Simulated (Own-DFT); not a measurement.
## Calculated data, Si$_{12}$O$_{23}$ (quartz with two neutral oxygen vacancies, atoms displaced)

All values are calculated (Own-DFT development build). A calculation, not a measurement: plane-wave PBE and HSE06 DFT by an unreviewed code, no spin, of a simulated cell at Gamma alone, so results move with cell size and shape, stress positive in tension, energies less offsets, not probed for a lower state with spin; oxygen file: force components 24 meV/angstrom off all-electron in a glass; k mesh not checked against a denser one; forces and stress are PBE's, HSE06 gives the energy alone, and its difference from PBE has offsets of its own; offsets are fitted by least squares, one for each functional and potential file, so energies compare only between cells with the same atoms and settings and are not formation energies; the far tail of each file's local potential was reset to the Coulomb form; each entry is a single point on an unrelaxed cell, so the pressure reflects the starting lattice, mostly measured values (interpolated for alloys), from which strain is counted, and rises with the displacements; printed positions are rounded, which can move forces by about a meV/angstrom; the program, named Own-DFT, is a retired in-house code; no spin-orbit coupling.

Common to all runs: first functional PBE; second functional HSE06; exact exchange share 0.25; screening 0.11 1/bohr; exchange divergence Gygi-Baldereschi; potential files PseudoDojo norm-conserving, scalar-relativistic, made for PBE, standard set; wave cutoff 48 hartree; occupations fixed; k mesh 1 x 1 x 1 centred on Gamma.

(1) 
```xyz
70
Lattice="9.8268 0.0000 0.0000 -4.9134 8.5103 0.0000 0.0000 0.0000 10.8104" Properties=species:S:1:pos:R:3:force_x:R:1:force_y:R:1:force_z:R:1 formula=Si12O23 PBE_energy_of_cell_above_offsets=-20.628 HSE06_less_PBE_above_offsets=0.020 PBE_pressure=7.87 PBE_stress_xx=-9.4 PBE_stress_yy=-7.51 PBE_stress_zz=-6.72 PBE_stress_yz=-0.95 PBE_stress_xz=1.09 PBE_stress_xy=-1.07
Si     2.2866     0.0222     0.0218      3.651     -2.666     -2.247
Si    -1.1195     1.9742     3.5955      0.826      1.354      0.425
Si     1.3820     2.2379     1.8290     -3.616      1.626     -3.475
O      1.4501     1.1136     0.6312     -2.511      3.373      2.136
O      2.7537     2.4711     2.4687      1.558      1.355     -0.547
O      3.2287     0.6213     4.2087     -0.533     -1.292      0.921
O     -1.0417     3.1012     4.7763      0.018     -0.043     -0.139
O      0.3518     1.7527     2.9147     -1.534     -0.962      1.605
O      0.7658     3.6266     1.1419        1.4      -1.15      1.171
Si    -2.6320     8.4956     5.4001       3.39     -0.028      0.127
Si     8.6749     1.9657     8.9668     -0.866      2.621      2.013
Si     1.3567     2.2941     7.2346     -3.128     -0.862     -2.507
O      1.4059     1.0697     6.0430     -2.085       3.87      2.295
O      2.7604     2.4691     7.8421      2.158      0.533      0.898
O      3.2571     0.6642     9.6375     -1.202     -2.564        1.6
O     -1.0685     3.1531    10.1966     -0.592     -1.723     -1.991
O      0.2863     1.7111     8.3443      1.282      0.215      -0.94
O      0.7510     3.6902     6.5353      2.605     -2.487      2.922
Si    -0.1411     4.3212     0.0052     -0.006     -4.184      0.544
Si    -3.5979     6.2502     3.6486      0.003      0.877     -1.663
Si    -1.1894     6.4997     1.7981      2.305      -1.18      1.405
O     -1.0777     5.3593     0.6406     -1.907      2.711      1.401
O      0.2880     6.7701     2.4906     -1.466      0.261     -1.099
O      0.8035     4.8635     4.1932     -0.929     -0.721      1.401
O     -3.5378     7.4091     4.7596     -1.351     -1.661     -0.794
O     -2.1355     5.9682     3.0049     -0.635      0.054      0.018
O     -1.6801     7.8528     1.1789     -0.955      1.667     -1.122
Si    -0.1466     4.3236     5.4349     -0.261     -1.064     -3.496
Si    -3.6418     6.3243     9.0372     -0.003     -2.838     -4.662
Si    -1.1312     6.5466     7.2487     -1.014     -0.426     -2.561
O     -1.0906     5.3768     6.1052      -0.91      1.367      0.108
O      0.2683     6.7327     7.8837      2.632      0.474      0.651
O      0.8064     4.8198     9.6818      1.341      0.662     -1.693
O     -3.5256     7.3646    10.1599      0.095      2.464      2.378
O     -2.0678     6.0321     8.3667     -3.998     -0.477      2.997
O     -1.6911     7.8895     6.5944     -0.032      0.774      -0.79
Si     7.2006     0.0102     0.0354      1.435       -0.6     -0.705
Si     3.7022     1.9952     3.6063      3.703      0.162      0.923
Si     6.2346     2.2535     1.8681      0.177      0.706     -2.907
O      6.3017     1.1499     0.6412     -0.764      1.407      1.107
O      7.6932     2.5064     2.4666      0.234      0.258     -0.183
O      8.1034     0.6301     4.2357      1.299      0.139      -1.28
O      3.8213     3.1556     4.7560     -1.242     -2.051     -1.219
O      5.2241     1.7277     2.9307     -2.608     -0.375      2.386
O      5.6518     3.6326     1.1846      0.456     -0.335      0.396
Si     7.2706     0.0103     5.4176     -0.074     -3.132      2.078
Si     3.8233     1.9728     9.0090     -1.666      1.461     -0.627
Si     6.2666     2.2203     7.1795     -3.421      1.361      0.033
O      6.2951     1.1307     6.0440     -0.343     -0.803      -0.72
O      7.6142     2.5137     7.8314      4.019      0.152       1.84
O      8.1516     0.6350     9.6556     -0.242     -0.795      0.216
O      3.8620     3.1259    10.1034     -0.446      0.714      0.886
O      5.2198     1.8122     8.3666      2.189     -0.791     -1.273
O      5.7452     3.6315     6.5496     -0.357      0.046     -0.558
Si     4.7620     4.2609    10.7948        0.7      0.009      0.132
Si     1.3105     6.2824     3.6366     -1.853     -0.724     -0.677
Si     3.8013     6.4731     1.8267     -4.237      0.508     -0.395
O      3.8382     5.4074     0.6452     -0.093     -0.892     -0.785
O      5.1670     6.7416     2.4714      3.465       0.45      1.788
O      5.6429     4.9242     4.2377      0.122     -1.352      0.246
O      1.3656     7.3632     4.7799      0.246      1.564      1.484
O      2.6642     5.9868     2.9428      3.708     -0.103     -1.695
O      3.2544     7.8494     1.1402      0.381      0.216      0.525
Si     4.7721     4.2209     5.3864      0.577      1.601       1.86
Si     1.2786     6.1686     8.9975      0.992      3.027      1.501
Si     3.7789     6.5060     7.2285      1.334      1.713      -0.74
O      3.8053     5.3779     6.0319      0.307     -0.178      0.236
O      5.7416     4.8908     9.6545     -0.096     -0.287      0.291
O      1.3676     7.4101    10.1885     -1.092     -2.539     -1.902
O      2.7532     5.9953     8.3664      -0.54     -0.468      0.445
```

Units: PBE_energy_of_cell_above_offsets, HSE06_less_PBE_above_offsets in eV; PBE_pressure, PBE_stress_xx, PBE_stress_yy, PBE_stress_zz, PBE_stress_yz, PBE_stress_xz, PBE_stress_xy in GPa; force_x, force_y, force_z in eV/Å.

(2) 
```xyz
70
Lattice="9.8268 0.0000 0.0000 -4.9134 8.5103 0.0000 0.0000 0.0000 10.8104" Properties=species:S:1:pos:R:3:force_x:R:1:force_y:R:1:force_z:R:1 formula=Si12O23 PBE_energy_of_cell_above_offsets=-21.016 HSE06_less_PBE_above_offsets=0.121 PBE_pressure=6.7 PBE_stress_xx=-7.66 PBE_stress_yy=-5.6 PBE_stress_zz=-6.83 PBE_stress_yz=-0.57 PBE_stress_xz=1.1 PBE_stress_xy=1.08
Si     2.3315     0.0153    10.7648        0.5      0.128      3.392
Si    -1.1427     1.9895     3.5696      0.701      0.374      4.958
Si     1.3017     2.2153     1.8275     -1.396      1.414      0.417
O      1.3769     1.1506     0.6549      0.206     -1.114     -1.066
O      2.7092     2.5239     2.4856      1.836     -0.114      1.018
O      3.2880     0.6267     4.2503     -0.984     -1.514      0.892
O     -1.0890     3.1428     4.7668      -0.02      -0.72     -0.146
O      0.2761     1.7460     3.0071      3.201     -0.694     -1.413
O      0.7768     3.6423     1.2056     -0.591     -0.095     -0.904
Si    -2.6297     8.5094     5.3992      0.056     -0.557     -0.382
Si     8.6544     1.9713     9.0042     -1.431     -2.385       0.76
Si     1.2602     2.2645     7.2264      1.603      0.543     -0.526
O      1.3665     1.1874     6.0347      0.162     -1.024     -0.527
O      2.7512     2.5149     7.8884     -1.186      0.554     -1.407
O      3.2294     0.6498     9.6343      1.097      0.746     -1.075
O     -1.1142     3.1195    10.1063      0.295      1.326      1.154
O      0.3319     1.7444     8.4064      -0.77     -0.413       0.51
O      0.8048     3.6473     6.5594      0.347      -0.04      1.025
Si    -0.1539     4.2418    10.7775     -0.814     -1.337       2.94
Si     6.2009     6.2351     3.5924      1.786      -1.53     -0.736
Si    -1.1464     6.4557     1.8386      1.272      2.153     -2.766
O     -1.0696     5.4152     0.5940     -0.287      0.069      0.192
O      0.3234     6.7565     2.4605     -1.408      0.706     -1.728
O      0.7656     4.8901     4.2741      0.611      0.756     -0.672
O     -3.5739     7.3086     4.7273      1.283      3.025      2.399
O     -2.1232     5.9605     2.9168     -2.848     -0.833      2.715
O     -1.6180     7.9217     1.2011     -0.626     -0.199     -0.987
Si    -0.1563     4.2850     5.4466      1.987     -3.675     -3.309
Si    -3.5743     6.3402     8.9979     -3.357      -2.57      1.263
Si    -1.1473     6.4692     7.2402     -0.547      0.856     -2.618
O     -1.0598     5.3398     6.0212     -3.351       4.55      3.419
O      0.3058     6.7600     7.8107      1.307     -0.185      1.462
O      0.7650     4.9040     9.7087      1.722      0.756      -2.03
O     -3.5451     7.3961    10.1924     -0.365      0.054      -0.09
O     -2.1972     6.0202     8.3566      2.044     -0.494     -0.534
O     -1.6553     7.9040     6.5612     -0.181     -0.872      0.229
Si     2.3117     8.5013     0.0246      1.057     -0.682     -3.671
Si     3.7605     2.0046     3.6440      0.428      0.849     -1.795
Si     6.2127     2.2146     1.7742      1.913      3.494      2.078
O      6.3271     1.1737     0.6259     -0.667     -1.237     -1.129
O      7.7673     2.5014     2.4921     -5.601      1.269     -5.097
O      8.1699     0.6188     4.2175     -0.425     -0.837      0.529
O      3.8540     3.1099     4.8073     -1.127     -1.238      -0.54
O      5.2430     1.8001     2.9538     -1.265     -0.582      1.201
O      5.6381     3.6169     1.1499      1.069     -0.758      0.898
Si     7.2263     0.0479     5.4111      0.621     -1.737     -2.482
Si     3.7806     2.0589     8.9792     -0.116      -1.09      1.701
Si     6.1728     2.2850     7.2411      1.418      -0.76     -3.033
O      6.3107     1.1138     6.0337     -2.197      3.187       2.15
O      7.6191     2.5018     7.8552      1.633      0.066      0.414
O      3.8483     3.1604    10.1900     -3.015     -4.289     -2.845
O      5.2421     1.7498     8.3728     -1.588     -0.711      1.584
O      5.7078     3.6660     6.6020     -0.566      0.438     -0.694
Si     4.7498     4.2106    10.7673       3.25      4.075      1.495
Si     1.2823     6.3033     3.6029      0.887       -2.2      1.962
Si     3.7354     6.4941     1.7619      1.009     -1.871      1.476
O      3.8041     5.3693     0.5456     -0.759      1.897      1.625
O      5.2261     6.7457     2.4841     -2.398      0.329     -2.617
O      5.6604     4.8972     4.2647      0.502     -0.831     -0.558
O      1.3831     7.3634     4.7912      0.002      0.871      0.453
O      2.7314     5.9899     2.9836      1.437      0.154     -1.325
O      3.2423     7.9154     1.2300     -0.282      0.664     -0.429
Si     4.7398     4.2558     5.3947      2.088     -0.031      1.208
Si     1.3070     6.2930     9.0752      0.865      1.767      0.109
Si     3.7388     6.5405     7.2063      0.076     -0.739     -1.043
O      3.8665     5.3579     6.0679     -1.655      2.123      1.227
O      5.1808     6.7481     7.8625      0.871      0.765      0.091
O      5.7283     4.8916     9.6731      0.581      0.934     -0.814
O      2.7746     6.0152     8.3782     -1.072     -0.168      0.604
O      3.2356     7.9152     6.5257      1.171     -0.763      1.437
```

Units: PBE_energy_of_cell_above_offsets, HSE06_less_PBE_above_offsets in eV; PBE_pressure, PBE_stress_xx, PBE_stress_yy, PBE_stress_zz, PBE_stress_yz, PBE_stress_xz, PBE_stress_xy in GPa; force_x, force_y, force_z in eV/Å.

(3) 
```xyz
70
Lattice="9.8268 0.0000 0.0000 -4.9134 8.5103 0.0000 0.0000 0.0000 10.8104" Properties=species:S:1:pos:R:3:force_x:R:1:force_y:R:1:force_z:R:1 formula=Si12O23 PBE_energy_of_cell_above_offsets=-21.108 HSE06_less_PBE_above_offsets=0.004 PBE_pressure=7.41 PBE_stress_xx=-6.05 PBE_stress_yy=-9.97 PBE_stress_zz=-6.2 PBE_stress_yz=0.68 PBE_stress_xz=-0.7 PBE_stress_xy=-0.16
Si     2.3241     0.0063    10.7722     -1.404      0.602        0.2
Si     8.6420     1.9787     3.5969      1.341      2.035     -1.011
Si     1.3197     2.3009     1.7823     -1.354     -3.769      1.346
O      1.3890     1.1744     0.6273      0.089     -0.358     -0.701
O      2.7284     2.4996     2.4251      2.882      0.115      1.686
O      3.3149     0.5698     4.2554     -0.286      0.881     -0.131
O     -1.1164     3.1544     4.7374     -0.404     -0.473        0.1
O      0.2890     1.7701     2.9721      0.871      0.138     -0.481
O      0.8109     3.6188     1.1960     -1.076      3.334     -1.705
Si     2.2735     0.0404     5.3960      2.584     -3.606     -1.124
Si     8.6834     1.9784     8.9682     -1.843       0.75      4.381
Si     1.3291     2.2245     7.1740     -2.079      1.363      1.644
O      1.3753     1.1316     6.0313     -1.381      0.992      0.346
O      2.7351     2.5457     7.8446     -0.039      0.137     -0.487
O      3.2735     0.6614     9.6297     -1.208     -2.868      0.903
O     -1.0663     3.1364    10.2131     -1.374     -2.554     -2.083
O      0.2519     1.8049     8.3881      4.374     -0.709     -2.456
O      0.7625     3.6300     6.6193     -0.612      0.695     -1.403
Si    -0.1023     4.2061    10.7988     -0.345       2.49       1.55
Si     6.2285     6.2171     3.5999      0.054      2.493     -1.085
Si    -1.1292     6.4969     1.8009      2.315      1.947      0.805
O     -1.0591     5.4202     0.6281      0.701     -1.648     -1.222
O      0.7799     4.9085     4.1814     -1.081     -2.919      2.242
O     -3.5327     7.3396     4.7648      0.047      0.902      0.523
O     -2.1797     6.0340     2.9096     -0.162     -0.836      0.741
O     -1.7009     7.9142     1.1058      1.659     -1.238      1.742
Si    -0.1813     4.2539     5.3889      1.787      0.105     -0.131
Si     6.2147     6.2246     8.9395      1.446       0.18      4.113
Si    -1.1578     6.4793     7.1663      0.638       1.56      1.957
O     -1.0823     5.4238     6.0171     -0.131     -1.341     -1.293
O      0.3150     6.7639     7.8238      0.231     -0.269      0.326
O      0.7733     4.8890     9.6310      0.298     -0.876       0.17
O     -3.5532     7.3776    10.1828     -0.197     -1.145     -1.648
O     -2.1432     5.9684     8.3536      0.322     -0.203     -0.321
O     -1.6533     7.8736     6.5603     -1.059      1.254     -0.632
Si     2.2860     8.4817    10.7822     -0.429       2.71      1.645
Si     3.7786     2.0032     3.5969      0.239     -1.279     -1.369
Si     6.1610     2.3280     1.7734      3.784     -4.309      1.139
O      6.2597     1.1298     0.6882      0.273     -0.715     -1.187
O      7.6600     2.4734     2.4582     -1.146      0.779     -1.132
O      8.1973     0.6532     4.2570     -1.322      -2.81       1.86
O      3.8482     3.1203     4.7246     -0.161      1.032      0.985
O      5.2790     1.7489     2.9487     -2.572     -0.029      1.741
O      5.7308     3.6045     1.0990     -1.113       3.84     -1.106
Si     7.1980     0.0158     5.4060      2.152     -0.351     -0.131
Si     3.6942     1.9756     8.9795      2.795      3.496      0.699
Si     6.2546     2.2669     7.2470     -2.366     -2.269     -0.868
O      6.2923     1.1641     6.0098     -0.385      0.615      1.026
O      7.6592     2.4600     7.8763      0.804      1.051     -0.459
O      8.1543     0.6207     9.6680       0.21      0.137      -0.93
O      3.8366     3.1347    10.1885     -1.232     -1.578     -1.324
O      5.1750     1.7854     8.3547      0.433     -0.277     -0.077
O      5.6679     3.5411     6.5539     -0.281      2.352     -0.542
Si     4.7612     4.2578    10.8029      0.382      0.343     -0.411
Si     1.2928     6.2688     3.6109      0.513      1.095     -5.541
Si     3.7563     6.4838     1.8079     -2.481      1.906      1.846
O      3.8491     5.4015     0.6538     -0.312     -0.893     -0.947
O      5.2275     6.7375     2.4158      0.157      0.209      0.291
O      5.7113     4.9082     4.2428     -1.498     -2.949      2.047
O      1.4245     7.3458     4.7548     -0.371       1.03      1.364
O      3.2125     7.9064     1.1146      1.484     -1.535      1.462
Si     4.7497     4.2679     5.4523      1.599     -1.319     -2.296
Si     1.3074     6.2644     9.0411     -1.026      0.315     -1.232
Si     3.7203     6.4745     7.2382      1.819      1.241     -0.275
O      3.8471     5.3921     6.0580     -0.992      0.395      0.407
O      5.2156     6.7552     7.8964     -2.547       0.66     -2.676
O      5.7047     4.8489     9.6390      0.292      0.272     -0.499
O      1.3380     7.3722    10.1986      -0.93     -0.883     -0.678
O      2.7660     6.0089     8.3973     -0.521     -0.548      0.917
O      3.2766     7.8504     6.5575     -0.855      1.108     -0.615
```

Units: PBE_energy_of_cell_above_offsets, HSE06_less_PBE_above_offsets in eV; PBE_pressure, PBE_stress_xx, PBE_stress_yy, PBE_stress_zz, PBE_stress_yz, PBE_stress_xz, PBE_stress_xy in GPa; force_x, force_y, force_z in eV/Å.
